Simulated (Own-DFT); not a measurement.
# From a pressure shift to a lattice shift: L1_0 TiAl, 32 atoms (Al16Ti16)

Everything here is calculated. The program is Own-DFT (plane waves, in-house, since retired, never reviewed by a person); positions were held fixed, and spin and spin-orbit coupling were off.

Caveats: forces on such cells failed a check on a denser k mesh; stress not checked against mesh or cutoff.

Each geometry was run with PBE and with PBEsol, otherwise alike: PseudoDojo norm-conserving scalar-relativistic files made for PBE; cutoff 42 hartree; 4 x 4 x 4 k mesh centred on Gamma; cold (Marzari-Vanderbilt) smearing of 0.2 eV. Unstrained cell vectors in Å: (5.622, 5.621, 0.000); (-5.622, 5.621, 0.000); (0.000, 0.000, 8.133). Each has a uniform strain, of which the change of volume is shown, and random moves of rms u per axis.

| run | volume change (%) | u (Å) | P with PBE (GPa) | P with PBEsol (GPa) |
|---|---|---|---|---|
| 1 | 1.53 | 0.0483 | 0.04 | -2.74 |
| 2 | 0.24 | 0.0475 | 1.62 | -1.22 |
| 3 | 3.82 | 0.0509 | -2.20 | -4.89 |
| 4 | 1.35 | 0.0463 | 0.31 | -2.48 |
| 5 | 0.91 | 0.0445 | 0.64 | -2.16 |
| 6 | -2.96 | 0.0457 | 5.63 | 2.65 |
| 7 | 2.51 | 0.0525 | -0.79 | -3.54 |
| 8 | 3.52 | 0.0451 | -2.01 | -4.70 |
| 9 | 0.53 | 0.0485 | 1.08 | -1.75 |
| 10 | -1.05 | 0.0475 | 3.04 | 0.15 |
| 11 | 2.01 | 0.0467 | -0.24 | -3.00 |
| 12 | 1.12 | 0.0447 | 0.47 | ? |

Asked: by how much does PBEsol shrink this cell, and what belongs in the blank?

## Solution

Write v for the change of volume as a fraction. Fitted to v and u², the PBE pressure has a slope of -115 ± 4 GPa in v, with the ions held to the strained lattice. The difference PBEsol less PBE is -2.85 + 4.3 v GPa (slope ± 0.1) and averages -2.80 GPa. Divided by the mean slope of the two, 113 GPa, that makes PBEsol's volume at a given pressure, near -1 GPa, about 2.5 % smaller, or 0.83 % in lengths. At one volume PBEsol's slope is the smaller by 4 GPa, but its pressure there is lower too. If stiffness rises by about 4 GPa for each GPa, PBEsol at equal pressure is stiffer by about 7 GPa. Files made for PBEsol would give a different shift.

For run 12 the line gives -2.33 GPa. DFT gave -2.33 GPa.
